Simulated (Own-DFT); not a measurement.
SiC (3C silicon carbide, atoms displaced) (calculated)

A calculation, not a measurement: plane-wave PBE density functional theory by an unreviewed code, no spin, of a simulated periodic cell, stress positive in tension, free energy of the whole cell less one offset for each atom, forces on such cells passed a denser k mesh, this cell's mesh not checked; offsets are fitted by least squares, one for each functional and potential file, so energies compare only between cells with the same atoms and settings and are not formation energies; the far tail of each file's local potential was reset to the Coulomb form; each entry is a single point on an unrelaxed cell, so the pressure reflects the starting lattice, mostly measured values (interpolated for alloys), from which strain is counted, and rises with the displacements; printed positions are rounded, which can move forces by about a meV/angstrom; the program, named Own-DFT, is a retired in-house code; no spin-orbit coupling. Program: Own-DFT development build.

Common to all runs: functional PBE; potential files PseudoDojo norm-conserving, scalar-relativistic, standard set; wave cutoff 42 hartree; occupations Fermi-Dirac; smearing width 0.1 eV; hardware one NVIDIA H200; k mesh 3 x 4 x 4 centred on Gamma.

(1) 
```cif
# cell vector a (Å): 13.0788 0.0000 0.0000
# cell vector b (Å): 0.0000 8.7192 0.0000
# cell vector c (Å): 0.0000 0.0000 8.7192
data_SiC
_symmetry_space_group_name_H-M 'P 1'
_symmetry_Int_Tables_number 1
_cell_length_a 13.0788
_cell_length_b 8.7192
_cell_length_c 8.7192
_cell_angle_alpha 90.000
_cell_angle_beta 90.000
_cell_angle_gamma 90.000
_cell_volume 994.31
loop_
_atom_site_label
_atom_site_type_symbol
_atom_site_fract_x
_atom_site_fract_y
_atom_site_fract_z
_atom_site_occupancy
Si1 Si 0.99936 0.99839 0.99139 1
Si2 Si 0.00248 0.24347 0.24384 1
Si3 Si 0.16057 0.00095 0.25814 1
Si4 Si 0.16559 0.24855 0.00697 1
C1 C 0.07512 0.14476 0.13140 1
C2 C 0.07888 0.38351 0.37937 1
C3 C 0.25467 0.12763 0.37870 1
C4 C 0.24669 0.38077 0.13048 1
Si5 Si 0.99956 0.99694 0.50288 1
Si6 Si 0.00253 0.25646 0.74366 1
Si7 Si 0.16568 0.00985 0.74521 1
Si8 Si 0.16431 0.24948 0.49874 1
C5 C 0.08586 0.12401 0.62031 1
C6 C 0.08380 0.37937 0.86900 1
C7 C 0.25431 0.13154 0.87157 1
C8 C 0.24557 0.37575 0.63068 1
Si9 Si 0.00136 0.49987 0.99740 1
Si10 Si 0.99729 0.74570 0.24922 1
Si11 Si 0.17697 0.48673 0.24659 1
Si12 Si 0.17613 0.74935 0.00226 1
C9 C 0.08549 0.61331 0.11530 1
C10 C 0.08009 0.86519 0.36578 1
C11 C 0.24950 0.63884 0.38440 1
C12 C 0.24796 0.88001 0.12725 1
Si13 Si 0.00008 0.50114 0.50572 1
Si14 Si 0.99772 0.74948 0.75198 1
Si15 Si 0.16891 0.49000 0.75709 1
Si16 Si 0.16544 0.74509 0.50311 1
C13 C 0.08368 0.62104 0.63203 1
C14 C 0.08178 0.87475 0.86811 1
C15 C 0.24979 0.61980 0.88317 1
C16 C 0.25606 0.87956 0.62018 1
Si17 Si 0.33070 0.00385 0.99756 1
Si18 Si 0.32737 0.24959 0.25446 1
Si19 Si 0.50194 0.99410 0.25623 1
Si20 Si 0.49315 0.24974 0.00243 1
C17 C 0.41520 0.12045 0.11782 1
C18 C 0.41934 0.37912 0.37436 1
C19 C 0.58327 0.10917 0.37305 1
C20 C 0.58474 0.38220 0.12260 1
Si21 Si 0.32907 0.98681 0.50348 1
Si22 Si 0.34495 0.24623 0.75291 1
Si23 Si 0.50619 0.00192 0.74531 1
Si24 Si 0.50983 0.25350 0.51207 1
C21 C 0.41489 0.12268 0.63141 1
C22 C 0.40865 0.38145 0.87686 1
C23 C 0.58223 0.12295 0.86683 1
C24 C 0.57988 0.37667 0.62025 1
Si25 Si 0.33521 0.51099 0.99597 1
Si26 Si 0.33026 0.73799 0.24330 1
Si27 Si 0.49212 0.49830 0.25834 1
Si28 Si 0.49363 0.75029 0.01024 1
C25 C 0.41882 0.63248 0.13128 1
C26 C 0.41534 0.86748 0.38158 1
C27 C 0.57913 0.62576 0.38598 1
C28 C 0.58859 0.87438 0.12279 1
Si29 Si 0.33208 0.49334 0.50203 1
Si30 Si 0.33029 0.74696 0.75525 1
Si31 Si 0.50128 0.50676 0.74883 1
Si32 Si 0.49932 0.75052 0.50370 1
C29 C 0.41291 0.62820 0.61765 1
C30 C 0.41274 0.87892 0.88234 1
C31 C 0.58788 0.63899 0.86401 1
C32 C 0.57417 0.88325 0.62747 1
Si33 Si 0.67154 0.00071 0.99915 1
Si34 Si 0.66814 0.25006 0.25089 1
Si35 Si 0.83562 0.99404 0.25490 1
Si36 Si 0.83450 0.24632 0.99963 1
C33 C 0.75125 0.13405 0.12103 1
C34 C 0.75322 0.37088 0.36224 1
C35 C 0.91051 0.13213 0.37489 1
C36 C 0.91013 0.36597 0.13379 1
Si37 Si 0.66911 0.99691 0.49627 1
Si38 Si 0.66873 0.26078 0.74655 1
Si39 Si 0.83818 0.99136 0.74138 1
Si40 Si 0.82880 0.25185 0.50962 1
C37 C 0.75355 0.12736 0.63563 1
C38 C 0.74807 0.37643 0.88949 1
C39 C 0.91430 0.11835 0.87934 1
C40 C 0.91742 0.36632 0.62562 1
Si41 Si 0.66341 0.50076 0.99038 1
Si42 Si 0.66294 0.75133 0.26321 1
Si43 Si 0.83020 0.49919 0.25368 1
Si44 Si 0.83842 0.75454 0.98205 1
C41 C 0.75417 0.62821 0.12831 1
C42 C 0.75185 0.87391 0.38173 1
C43 C 0.91629 0.62255 0.37289 1
C44 C 0.92090 0.88325 0.13438 1
Si45 Si 0.66291 0.49034 0.49413 1
Si46 Si 0.66207 0.75856 0.75080 1
Si47 Si 0.82952 0.50148 0.73404 1
Si48 Si 0.82933 0.75584 0.48813 1
C45 C 0.75645 0.62786 0.63047 1
C46 C 0.75213 0.88523 0.87992 1
C47 C 0.91108 0.63510 0.87339 1
C48 C 0.91664 0.86703 0.62230 1
_calc_free_energy_of_cell_above_offsets '-4.045'  # eV
_calc_pressure 6.34  # GPa
_calc_stress_xx -6.38  # GPa
_calc_stress_yy -6.47  # GPa
_calc_stress_zz -6.17  # GPa
_calc_stress_yz -0.81  # GPa
_calc_stress_xz 2.26  # GPa
_calc_stress_xy 0.98  # GPa
_calc_wall_time 546.1  # s
```

Force:
| element | x (eV/Å) | y (eV/Å) | z (eV/Å) |
| --- | --- | --- | --- |
| Si | 0.317 | 0.423 | 2.102 |
| Si | -5.182 | 4.981 | 5.149 |
| Si | 0.946 | 0.452 | -1.223 |
| Si | 0.187 | 0.975 | -1.443 |
| C | 5.228 | -6.207 | -4.285 |
| C | 1.722 | -2.024 | -1.169 |
| C | -2.155 | -1.32 | 0.469 |
| C | 4.031 | -3.143 | -3.313 |
| Si | -0.598 | 0.304 | -1.441 |
| Si | -0.216 | -2.16 | 1.653 |
| Si | 1.241 | -1.563 | 0.797 |
| Si | 0.496 | 1.163 | -0.033 |
| C | -1.267 | 0.336 | 0.059 |
| C | -0.744 | -1.833 | 1.59 |
| C | -1.674 | -0.391 | 0.981 |
| C | 2.092 | -1.378 | -1.063 |
| Si | -1.97 | -0.483 | 0.283 |
| Si | 0.782 | -1.177 | -1.464 |
| Si | -5.593 | 5.109 | 3.939 |
| Si | -3.62 | 0.264 | 0.008 |
| C | 0.863 | 1.87 | 1.721 |
| C | 0.592 | 1.231 | 2.632 |
| C | 0.889 | -4.063 | -2.238 |
| C | 0.26 | -0.043 | 0.079 |
| Si | -0.424 | 0.271 | -0.714 |
| Si | 0.731 | -0.578 | -0.588 |
| Si | -0.197 | 2.305 | -0.945 |
| Si | -0.768 | 1.396 | 0.476 |
| C | 0.203 | 0.419 | 0.158 |
| C | 1.552 | 0.521 | 0.822 |
| C | 0.008 | 1.096 | -2.024 |
| C | -4.251 | -2.644 | 3.295 |
| Si | -0.074 | -0.506 | 0.494 |
| Si | 2.658 | 0.016 | -1.276 |
| Si | -1.795 | -0.591 | -1.856 |
| Si | 1.972 | 0.354 | -0.63 |
| C | -0.247 | 0.665 | 2.5 |
| C | -1.777 | -2.538 | 1.644 |
| C | 1.167 | 3.631 | 1.112 |
| C | -1.915 | -0.801 | 0.834 |
| Si | 3.365 | 3.54 | -2.177 |
| Si | -3.627 | 1.238 | -0.533 |
| Si | -3.615 | 0.948 | 2.476 |
| Si | -4.145 | -3.565 | -3.417 |
| C | 1.714 | -0.296 | -1.867 |
| C | 3.096 | 0.167 | -0.024 |
| C | 0.787 | 1.555 | 1.438 |
| C | 2.458 | 1.451 | 2.522 |
| Si | -0.049 | -1.742 | 2.091 |
| Si | -0.385 | 3.594 | 2.618 |
| Si | 3.274 | 1.278 | -1.916 |
| Si | 2.635 | 2.008 | -2.238 |
| C | -0.941 | -2.761 | -0.722 |
| C | 0.028 | 0.61 | -1.825 |
| C | 0.548 | -0.451 | -1.094 |
| C | -1.197 | -0.16 | 1.074 |
| Si | -0.548 | 1.36 | 0.226 |
| Si | 0.983 | 0.804 | -0.744 |
| Si | -1.165 | 0.497 | -0.074 |
| Si | -0.973 | 0.206 | 0.175 |
| C | 0.451 | -0.957 | 2.119 |
| C | 0.862 | -1.216 | -1.175 |
| C | -2.917 | -2.831 | 2.6 |
| C | 3.826 | -2.464 | -2.153 |
| Si | -1.212 | 1.532 | 0.535 |
| Si | -0.839 | -0.723 | -1.602 |
| Si | -0.75 | 2.324 | -0.885 |
| Si | 0.032 | 0.746 | 0.356 |
| C | -0.759 | -2.561 | 1.264 |
| C | -1.958 | 0.017 | 4.012 |
| C | 1.437 | -1.48 | 1.068 |
| C | 1.823 | 1.418 | -1.716 |
| Si | -0.521 | 0.834 | 2.019 |
| Si | -0.324 | -1.753 | 2.085 |
| Si | -0.873 | 1.552 | 1.963 |
| Si | 1.147 | -0.684 | -2.388 |
| C | -1.316 | -0.432 | -1.76 |
| C | 0.918 | -0.193 | -3.914 |
| C | 0.926 | 1.084 | -2.267 |
| C | -0.812 | 2.307 | -0.34 |
| Si | 0.836 | 2.025 | 2.438 |
| Si | 1.15 | -0.967 | -2.507 |
| Si | 1.503 | 0.664 | -2.03 |
| Si | -2.552 | 1.144 | 5.285 |
| C | -1.379 | 0.461 | -0.703 |
| C | -1.793 | 1.172 | -1.734 |
| C | -0.472 | 0.19 | 0.968 |
| C | -0.163 | -1.508 | -2.353 |
| Si | 1.735 | 1.934 | 0.023 |
| Si | 2.577 | 1.201 | -1.169 |
| Si | 1.922 | -1.343 | 4.339 |
| Si | 2.656 | -3.084 | 2.782 |
| C | -3.671 | 1.449 | -3.105 |
| C | 0.023 | -1.494 | -2.462 |
| C | 2.606 | -3.586 | -1.944 |
| C | 0.169 | 0.6 | -0.726 |

(2) 
```cif
# cell vector a (Å): 13.0788 0.0000 0.0000
# cell vector b (Å): 0.0000 8.7192 0.0000
# cell vector c (Å): 0.0000 0.0000 8.7192
data_SiC
_symmetry_space_group_name_H-M 'P 1'
_symmetry_Int_Tables_number 1
_cell_length_a 13.0788
_cell_length_b 8.7192
_cell_length_c 8.7192
_cell_angle_alpha 90.000
_cell_angle_beta 90.000
_cell_angle_gamma 90.000
_cell_volume 994.31
loop_
_atom_site_label
_atom_site_type_symbol
_atom_site_fract_x
_atom_site_fract_y
_atom_site_fract_z
_atom_site_occupancy
Si1 Si 0.99612 0.00109 0.99579 1
Si2 Si 0.99615 0.24250 0.25760 1
Si3 Si 0.16339 0.00345 0.25781 1
Si4 Si 0.16959 0.24493 0.00295 1
C1 C 0.07934 0.13092 0.12125 1
C2 C 0.09461 0.38078 0.36894 1
C3 C 0.25304 0.12483 0.38682 1
C4 C 0.25677 0.36733 0.12394 1
Si5 Si 0.99154 0.99420 0.49391 1
Si6 Si 0.00021 0.26119 0.75170 1
Si7 Si 0.15969 0.99314 0.75617 1
Si8 Si 0.17002 0.25178 0.49511 1
C5 C 0.07739 0.12703 0.62248 1
C6 C 0.09616 0.35860 0.86930 1
C7 C 0.25346 0.11868 0.88069 1
C8 C 0.24879 0.38676 0.61388 1
Si9 Si 0.00439 0.50350 0.00641 1
Si10 Si 0.00473 0.73735 0.25482 1
Si11 Si 0.16836 0.49748 0.24904 1
Si12 Si 0.16631 0.74580 0.99151 1
C9 C 0.08778 0.62680 0.12172 1
C10 C 0.08210 0.86447 0.37834 1
C11 C 0.25911 0.62186 0.38406 1
C12 C 0.25302 0.86029 0.13563 1
Si13 Si 0.98893 0.50778 0.50119 1
Si14 Si 0.00121 0.76510 0.75497 1
Si15 Si 0.16342 0.48961 0.75227 1
Si16 Si 0.17161 0.75294 0.50049 1
C13 C 0.08076 0.62817 0.62125 1
C14 C 0.09262 0.87887 0.87275 1
C15 C 0.25086 0.62085 0.87631 1
C16 C 0.25268 0.87196 0.61971 1
Si17 Si 0.32654 0.00468 0.99479 1
Si18 Si 0.33551 0.25625 0.24518 1
Si19 Si 0.50160 0.99284 0.24461 1
Si20 Si 0.49969 0.25151 0.00356 1
C17 C 0.42073 0.10834 0.11454 1
C18 C 0.42091 0.37608 0.37150 1
C19 C 0.57840 0.11352 0.37874 1
C20 C 0.57959 0.37619 0.12172 1
Si21 Si 0.32695 0.99693 0.49125 1
Si22 Si 0.33225 0.23902 0.74575 1
Si23 Si 0.49778 0.00686 0.74143 1
Si24 Si 0.49423 0.25950 0.50620 1
C21 C 0.42027 0.11672 0.61728 1
C22 C 0.41979 0.38252 0.86917 1
C23 C 0.58466 0.12937 0.87822 1
C24 C 0.58286 0.35406 0.61745 1
Si25 Si 0.32870 0.50834 0.99568 1
Si26 Si 0.33508 0.74095 0.25107 1
Si27 Si 0.50734 0.51104 0.24632 1
Si28 Si 0.50864 0.74488 0.01381 1
C25 C 0.41891 0.63182 0.13629 1
C26 C 0.41092 0.89305 0.38030 1
C27 C 0.58647 0.62567 0.36648 1
C28 C 0.58787 0.87185 0.12487 1
Si29 Si 0.33758 0.49416 0.50046 1
Si30 Si 0.33253 0.75384 0.74423 1
Si31 Si 0.49921 0.49712 0.74118 1
Si32 Si 0.50176 0.75401 0.49525 1
C29 C 0.42253 0.61758 0.62498 1
C30 C 0.41933 0.86706 0.87000 1
C31 C 0.57761 0.62507 0.87617 1
C32 C 0.57531 0.87044 0.62174 1
Si33 Si 0.66678 0.00060 0.99449 1
Si34 Si 0.67550 0.24998 0.25955 1
Si35 Si 0.83757 0.00185 0.24748 1
Si36 Si 0.83408 0.26131 0.98667 1
C33 C 0.74995 0.13006 0.12890 1
C34 C 0.75033 0.37870 0.37718 1
C35 C 0.91503 0.11773 0.38217 1
C36 C 0.91833 0.36914 0.12688 1
Si37 Si 0.66431 0.99938 0.50107 1
Si38 Si 0.66940 0.25529 0.73820 1
Si39 Si 0.83305 0.99469 0.75607 1
Si40 Si 0.83374 0.24255 0.50070 1
C37 C 0.74703 0.11986 0.62694 1
C38 C 0.73643 0.37344 0.88507 1
C39 C 0.91481 0.11826 0.87499 1
C40 C 0.90994 0.37275 0.61912 1
Si41 Si 0.67148 0.49521 0.00132 1
Si42 Si 0.66803 0.76145 0.25249 1
Si43 Si 0.82733 0.51919 0.25774 1
Si44 Si 0.83217 0.74088 0.00063 1
C41 C 0.75073 0.63165 0.11993 1
C42 C 0.74731 0.87341 0.37698 1
C43 C 0.91154 0.61833 0.36780 1
C44 C 0.92394 0.87224 0.14303 1
Si45 Si 0.66957 0.51054 0.49156 1
Si46 Si 0.66653 0.75727 0.76216 1
Si47 Si 0.83374 0.50042 0.75856 1
Si48 Si 0.83982 0.74472 0.50103 1
C45 C 0.75431 0.62752 0.62056 1
C46 C 0.74754 0.87982 0.86983 1
C47 C 0.92002 0.62609 0.86291 1
C48 C 0.91875 0.87818 0.62080 1
_calc_free_energy_of_cell_above_offsets '-3.539'  # eV
_calc_pressure 6.23  # GPa
_calc_stress_xx -6.3  # GPa
_calc_stress_yy -5.99  # GPa
_calc_stress_zz -6.41  # GPa
_calc_stress_yz 0.77  # GPa
_calc_stress_xz -1.53  # GPa
_calc_stress_xy 0.1  # GPa
_calc_wall_time 598.9  # s
```

Force:
| element | x (eV/Å) | y (eV/Å) | z (eV/Å) |
| --- | --- | --- | --- |
| Si | 1.6 | -0.563 | 2.024 |
| Si | 1.498 | 1.77 | -0.82 |
| Si | 0.821 | -1.299 | -1.124 |
| Si | 0.693 | -0.328 | 0.279 |
| C | 0.465 | -1.445 | 0.912 |
| C | -4.524 | -1.707 | 1.396 |
| C | -1.75 | 1.405 | -3.379 |
| C | -2.017 | 2.058 | -0.999 |
| Si | 3.641 | 0.359 | 1.334 |
| Si | -0.179 | -2.608 | -1.217 |
| Si | 3.729 | 3.787 | -4.026 |
| Si | -0.999 | 0.354 | 1.412 |
| C | 0.742 | -0.409 | -0.096 |
| C | -3.111 | 1.797 | 1.542 |
| C | -3.139 | 1.651 | -2.536 |
| C | -0.094 | -2.961 | 2.185 |
| Si | -0.452 | -1.659 | -0.992 |
| Si | -0.119 | 1.205 | -0.475 |
| Si | 2.374 | 1.188 | -0.453 |
| Si | 1.825 | 0.742 | 2.128 |
| C | -0.427 | -0.717 | 0.381 |
| C | -0.073 | 1.392 | 0.031 |
| C | -2.055 | 0.226 | -1.563 |
| C | -2.195 | 2.578 | -2.214 |
| Si | 3.189 | -1.482 | -0.009 |
| Si | 0.765 | -2.047 | -2.064 |
| Si | 1.675 | 2.443 | -2.085 |
| Si | -0.662 | -1.914 | -0.176 |
| C | -0.277 | -0.026 | 1.239 |
| C | -4.501 | -2.032 | 2.729 |
| C | -1.799 | 1.185 | -2.001 |
| C | -1.399 | 1.051 | 1.274 |
| Si | 3.691 | -4.671 | 2.27 |
| Si | 1.965 | -2.72 | 1.296 |
| Si | -0.714 | 1.069 | 0.99 |
| Si | -0.315 | -0.338 | -1.321 |
| C | -1.06 | 2.654 | 1.015 |
| C | -0.364 | 0.604 | -0.299 |
| C | 1.191 | 2.288 | -0.657 |
| C | 2.132 | 0.285 | 1.509 |
| Si | 1.802 | 0.74 | 3.143 |
| Si | 0.8 | 1.868 | -0.074 |
| Si | 0.949 | -2.043 | 2.378 |
| Si | 0.199 | -3.716 | -3.061 |
| C | -3.018 | 1.916 | 0.147 |
| C | -1.65 | -1.571 | 1.024 |
| C | -0.014 | -0.238 | -1.591 |
| C | 1.263 | 5.484 | 0.851 |
| Si | 3.253 | -1.935 | 1.183 |
| Si | 0.009 | 2.182 | 2.052 |
| Si | -1.802 | -2.706 | -0.043 |
| Si | -2.914 | 0.665 | -2.667 |
| C | 0.392 | -1.424 | -2.104 |
| C | 2.564 | -4.583 | -2.675 |
| C | 0.454 | 1.708 | 1.123 |
| C | 0.182 | 0.884 | -0.039 |
| Si | 0.85 | 1.117 | -0.303 |
| Si | 1.821 | -1.574 | 0.869 |
| Si | 1.587 | -0.388 | 1.383 |
| Si | -1.837 | -0.635 | -0.032 |
| C | -1.517 | 1.572 | -1.734 |
| C | -0.514 | 1.326 | 0.952 |
| C | 2.766 | -0.895 | -0.05 |
| C | 3.121 | 1.092 | 1.29 |
| Si | -0.29 | 1.395 | 1.416 |
| Si | -3.743 | -0.646 | -1.074 |
| Si | -2.061 | -0.49 | 0.439 |
| Si | -0.449 | -2.194 | 2.959 |
| C | 1.432 | -0.903 | -1.501 |
| C | 1.158 | 0.325 | 0.179 |
| C | -0.417 | 1.411 | -1.586 |
| C | -0.72 | 1.972 | -0.402 |
| Si | -0.878 | -0.822 | 0.134 |
| Si | -1.328 | -2.054 | 2.34 |
| Si | -0.169 | 1.068 | -2.319 |
| Si | -1.402 | 0.442 | 0.208 |
| C | 1.608 | 0.309 | -0.185 |
| C | 4.769 | -0.66 | -3.901 |
| C | -0.068 | 1.906 | -0.715 |
| C | 1.047 | 0.577 | 1.981 |
| Si | -4.346 | 2.529 | 1.624 |
| Si | 0.204 | -1.503 | -0.677 |
| Si | -0.699 | -4.629 | -3.153 |
| Si | 1.553 | 2.446 | -0.638 |
| C | -1.026 | -1.009 | 1.34 |
| C | 2.358 | 0.705 | 0.502 |
| C | 2.577 | 2.432 | 1.939 |
| C | -0.853 | -0.432 | -3.302 |
| Si | -0.77 | -1.755 | 1.706 |
| Si | -2.12 | -1.872 | -3.088 |
| Si | -1.57 | -0.313 | -2.106 |
| Si | -1.913 | 1.626 | -0.23 |
| C | -0.897 | -0.254 | 1.859 |
| C | 1.596 | -0.891 | 2.235 |
| C | 0.243 | 0.224 | 2.795 |
| C | -1.344 | -0.949 | 1.762 |

(3) 
```cif
# cell vector a (Å): 13.0788 0.0000 0.0000
# cell vector b (Å): 0.0000 8.7192 0.0000
# cell vector c (Å): 0.0000 0.0000 8.7192
data_SiC
_symmetry_space_group_name_H-M 'P 1'
_symmetry_Int_Tables_number 1
_cell_length_a 13.0788
_cell_length_b 8.7192
_cell_length_c 8.7192
_cell_angle_alpha 90.000
_cell_angle_beta 90.000
_cell_angle_gamma 90.000
_cell_volume 994.31
loop_
_atom_site_label
_atom_site_type_symbol
_atom_site_fract_x
_atom_site_fract_y
_atom_site_fract_z
_atom_site_occupancy
Si1 Si 0.99092 0.99911 0.99819 1
Si2 Si 0.00344 0.25081 0.25067 1
Si3 Si 0.16872 0.98549 0.24742 1
Si4 Si 0.16868 0.24951 0.00076 1
C1 C 0.08584 0.11966 0.10921 1
C2 C 0.08274 0.37561 0.36998 1
C3 C 0.25306 0.12244 0.38623 1
C4 C 0.25307 0.37179 0.11600 1
Si5 Si 0.99686 0.99398 0.49212 1
Si6 Si 0.00224 0.24248 0.75849 1
Si7 Si 0.17141 0.00661 0.74119 1
Si8 Si 0.17528 0.25000 0.49865 1
C5 C 0.08997 0.12144 0.63848 1
C6 C 0.08302 0.38159 0.87144 1
C7 C 0.24553 0.12719 0.87835 1
C8 C 0.24926 0.38139 0.61218 1
Si9 Si 0.99501 0.49092 0.99701 1
Si10 Si 0.00095 0.75216 0.24888 1
Si11 Si 0.16829 0.50492 0.24560 1
Si12 Si 0.16783 0.75959 0.99539 1
C9 C 0.07748 0.62838 0.13502 1
C10 C 0.08356 0.86759 0.37554 1
C11 C 0.24843 0.63321 0.36894 1
C12 C 0.25151 0.86245 0.10691 1
Si13 Si 0.00190 0.48776 0.48721 1
Si14 Si 0.99417 0.75493 0.73906 1
Si15 Si 0.16639 0.50251 0.75811 1
Si16 Si 0.16717 0.76673 0.49399 1
C13 C 0.08872 0.62049 0.62061 1
C14 C 0.08975 0.88312 0.87478 1
C15 C 0.24609 0.62665 0.86894 1
C16 C 0.25337 0.88780 0.63205 1
Si17 Si 0.32618 0.00128 0.99133 1
Si18 Si 0.33485 0.26072 0.25456 1
Si19 Si 0.50179 0.00872 0.26075 1
Si20 Si 0.49613 0.25590 0.00508 1
C17 C 0.41703 0.11531 0.11396 1
C18 C 0.40407 0.37539 0.37787 1
C19 C 0.58371 0.13545 0.37345 1
C20 C 0.58726 0.37813 0.13281 1
Si21 Si 0.32721 0.99933 0.49446 1
Si22 Si 0.32763 0.23659 0.75148 1
Si23 Si 0.50060 0.01104 0.75474 1
Si24 Si 0.50862 0.24688 0.47799 1
C21 C 0.40880 0.13431 0.63088 1
C22 C 0.41431 0.36461 0.86777 1
C23 C 0.58038 0.13452 0.88135 1
C24 C 0.58186 0.38147 0.61698 1
Si25 Si 0.32997 0.48066 0.99693 1
Si26 Si 0.33511 0.74929 0.25728 1
Si27 Si 0.50183 0.49566 0.25248 1
Si28 Si 0.49460 0.74710 0.00354 1
C25 C 0.41714 0.62334 0.11158 1
C26 C 0.41610 0.87508 0.38221 1
C27 C 0.58873 0.62398 0.38403 1
C28 C 0.58482 0.86921 0.12405 1
Si29 Si 0.33027 0.50923 0.50760 1
Si30 Si 0.34086 0.75608 0.73642 1
Si31 Si 0.49750 0.49281 0.74757 1
Si32 Si 0.49816 0.75522 0.49568 1
C29 C 0.41745 0.62674 0.61437 1
C30 C 0.42108 0.87311 0.87288 1
C31 C 0.57957 0.63194 0.86952 1
C32 C 0.57568 0.86796 0.62774 1
Si33 Si 0.66797 0.99147 0.00029 1
Si34 Si 0.65889 0.24374 0.25827 1
Si35 Si 0.83197 0.01121 0.25667 1
Si36 Si 0.83085 0.24019 0.00455 1
C33 C 0.75214 0.12718 0.13021 1
C34 C 0.74379 0.37336 0.37542 1
C35 C 0.92198 0.12403 0.37116 1
C36 C 0.91063 0.36652 0.13453 1
Si37 Si 0.66010 0.00437 0.51340 1
Si38 Si 0.66551 0.24177 0.74730 1
Si39 Si 0.83802 0.00001 0.74789 1
Si40 Si 0.82454 0.24946 0.49970 1
C37 C 0.75290 0.13468 0.62195 1
C38 C 0.74888 0.36006 0.86948 1
C39 C 0.92481 0.12804 0.86358 1
C40 C 0.91476 0.37423 0.63162 1
Si41 Si 0.66969 0.49163 0.00014 1
Si42 Si 0.67482 0.74970 0.23960 1
Si43 Si 0.82872 0.50913 0.24808 1
Si44 Si 0.83450 0.74646 0.99938 1
C41 C 0.75156 0.63132 0.12276 1
C42 C 0.74872 0.87513 0.38030 1
C43 C 0.92006 0.63295 0.36826 1
C44 C 0.92023 0.86658 0.12742 1
Si45 Si 0.66528 0.49950 0.48314 1
Si46 Si 0.67623 0.74343 0.74329 1
Si47 Si 0.83269 0.50310 0.76102 1
Si48 Si 0.83288 0.74974 0.50275 1
C45 C 0.74725 0.63124 0.62057 1
C46 C 0.75632 0.87455 0.87967 1
C47 C 0.92320 0.62760 0.86541 1
C48 C 0.92268 0.87362 0.62359 1
_calc_free_energy_of_cell_above_offsets '-2.668'  # eV
_calc_pressure 6.55  # GPa
_calc_stress_xx -6.75  # GPa
_calc_stress_yy -6.62  # GPa
_calc_stress_zz -6.27  # GPa
_calc_stress_yz 1.03  # GPa
_calc_stress_xz 0.87  # GPa
_calc_stress_xy 0.14  # GPa
_calc_wall_time 601.9  # s
```

Force:
| element | x (eV/Å) | y (eV/Å) | z (eV/Å) |
| --- | --- | --- | --- |
| Si | 3.351 | -0.777 | -0.455 |
| Si | 0.267 | -0.936 | -1.214 |
| Si | -0.118 | 1.861 | -1.071 |
| Si | -1.562 | 0.404 | -0.738 |
| C | -0.911 | 0.325 | 3.01 |
| C | 2.372 | -1.531 | -0.67 |
| C | -1.32 | 0.562 | -4.454 |
| C | -1.903 | -0.661 | 3.052 |
| Si | 2.169 | 1.305 | 1.411 |
| Si | 2.02 | 3.275 | -3.373 |
| Si | -0.909 | -1.65 | 3.656 |
| Si | -3.116 | 0.24 | 0.67 |
| C | -2.303 | 1.984 | -4.145 |
| C | -0.024 | -1.927 | 1.586 |
| C | 0.619 | -0.158 | -0.95 |
| C | -0.165 | -0.723 | 3.531 |
| Si | 1 | 1.562 | 1.276 |
| Si | -0.004 | -0.452 | 0.389 |
| Si | -0.771 | -0.102 | -0.102 |
| Si | -2.285 | -3.477 | -1.299 |
| C | 1.693 | -1.296 | -2.91 |
| C | -0.959 | 2.478 | -1.276 |
| C | 0.412 | -0.509 | 1.323 |
| C | 1.722 | 2.626 | 4.492 |
| Si | -0.96 | 2.714 | 3.049 |
| Si | 5.348 | -1.918 | 1.807 |
| Si | -0.196 | 0.259 | -3.012 |
| Si | 0.815 | -3.659 | 2.911 |
| C | -1.477 | 1.228 | -0.693 |
| C | -2.371 | -0.421 | -1.126 |
| C | 2.199 | 0.063 | 0.935 |
| C | 0.026 | -2.084 | -2.385 |
| Si | 2.14 | -1.397 | 0.376 |
| Si | -1.53 | -3.48 | -2.037 |
| Si | -1.119 | -2.434 | -2.952 |
| Si | 0.713 | -0.579 | -0.497 |
| C | -0.227 | 1.623 | 2.63 |
| C | 4.212 | 1.488 | 0.234 |
| C | 0.749 | -5.208 | 0.106 |
| C | -1.132 | -1.246 | -0.686 |
| Si | 3.088 | 0.255 | 2.848 |
| Si | -0.027 | 3.444 | -0.592 |
| Si | -1.341 | -1.204 | -0.489 |
| Si | -6.016 | 4.327 | 6.388 |
| C | 3.266 | -2.789 | -2.998 |
| C | -0.079 | 0.804 | 0.757 |
| C | 1.597 | -1.465 | -0.401 |
| C | 0.793 | -1.763 | -0.201 |
| Si | 1.623 | 4.534 | -2.15 |
| Si | 0.394 | -0.237 | -3.26 |
| Si | -1.276 | 1.837 | 0.024 |
| Si | 1.906 | 1.016 | -1.666 |
| C | -1.109 | -1.912 | 3.216 |
| C | -0.068 | 1.23 | -1.608 |
| C | -2.387 | 2.22 | -3.699 |
| C | -0.447 | 0.841 | 0.94 |
| Si | -0.275 | -0.412 | -1.943 |
| Si | -1.351 | -0.775 | 2.351 |
| Si | 0.263 | 1.294 | -0.366 |
| Si | 1.283 | -1.813 | 0.66 |
| C | 0.395 | -0.085 | 1.174 |
| C | -1.343 | 1.168 | -0.081 |
| C | 1.4 | -1.877 | 0.538 |
| C | 2.044 | 2.496 | 0.545 |
| Si | -0.584 | 1.549 | 0.293 |
| Si | 4.095 | 2.627 | -3.483 |
| Si | 0.617 | -2.735 | -0.42 |
| Si | 1.107 | 1.334 | -1.245 |
| C | -2.122 | -1.234 | -0.028 |
| C | 1.325 | -0.184 | -1.311 |
| C | -1.327 | 0.767 | 1.098 |
| C | 0.287 | 1.128 | -1.667 |
| Si | 1.221 | -1.623 | -1.206 |
| Si | -0.994 | 2.033 | -0.127 |
| Si | -0.086 | 0.402 | -0.178 |
| Si | 3.841 | 2.049 | -0.719 |
| C | -1.98 | -3.68 | 1.488 |
| C | 0.527 | 1.905 | 1.636 |
| C | -4.401 | -2.324 | 3.549 |
| C | 0.102 | -0.518 | -1.334 |
| Si | -1.002 | 1.288 | -0.993 |
| Si | -2.579 | 1.04 | 2.731 |
| Si | 1.486 | -1.528 | 0.897 |
| Si | 1.896 | 0.402 | -0.128 |
| C | 0.209 | -2.204 | -1.453 |
| C | -0.042 | 1.255 | -0.316 |
| C | -1.84 | -1.685 | 1.43 |
| C | -2.104 | 2.195 | -0.568 |
| Si | 0.686 | -0.239 | 4.701 |
| Si | -3.806 | 1.883 | 2.111 |
| Si | 0.044 | -0.999 | -2.517 |
| Si | 0.78 | 0.043 | -0.947 |
| C | 2.069 | -2.83 | -0.708 |
| C | -0.606 | 0.308 | -1.683 |
| C | -2.295 | -0.473 | 2.164 |
| C | -3.322 | 1.543 | -1.448 |
